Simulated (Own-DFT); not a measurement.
# A change of arrangement and its cost: In32P32, 64 atoms

These are calculations, not measurements. They come from Own-DFT, an in-house plane-wave density functional program, since retired, whose code no person has reviewed. Each row is one single-point run on a periodic cell that was not relaxed, without spin or spin-orbit coupling.

Settings of every run: PBE; PseudoDojo norm-conserving scalar-relativistic files; cutoff 36 hartree; 3 x 3 x 3 k mesh centred on Gamma; Fermi-Dirac smearing of 0.1 eV.

Known limits, some of them of some rows only: not probed for a lower state with spin; forces on such cells moved up to 12 meV/angstrom on a denser k mesh; stress not checked against mesh or cutoff.

All cells hold the same atoms in the same cell, with vectors in Å (11.737, 0.000, 0.000); (0.000, 11.737, 0.000); (0.000, 0.000, 11.737). Every atom was moved at random from its ideal site; u is the rms move along one axis. The defect's site can differ from row to row. E is the free energy of the cell above the lowest run. The arrangements:

- A: zincblende InP
- B: zincblende InP, with one In on a P site and one P on an In site, 2.5 Å apart

```
arrangement,u (Å),E (eV),P (GPa)
A,0.0189,0.000,3.20
A,0.0195,0.019,3.20
A,0.0214,0.070,3.21
A,0.0467,1.664,3.52
A,0.0501,2.219,3.64
A,0.0531,2.278,3.63
B,0.0300,4.389,3.59
B,0.0316,4.481,3.64
B,0.0318,4.674,3.68
B,0.0487,5.668,3.88
B,0.0489,5.965,3.93
B,0.0515,6.210,3.97
```

Question: once the cost of the random moves is taken out, how do the arrangements rank?

## Worked answer

Fit E = a + b u², with one b for all and one a for each arrangement, and with residuals divided by u², since the noise grows with the moves. Then b = 959 eV/Å², the scatter at u = 0.04 Å is 0.11 eV, and against A:

- B: 3.93 ± 0.05 eV (higher)

These are energies of unrelaxed cells. Relaxing the atoms lowers the strained arrangements most, so the gaps would shrink and small ones could change sign.
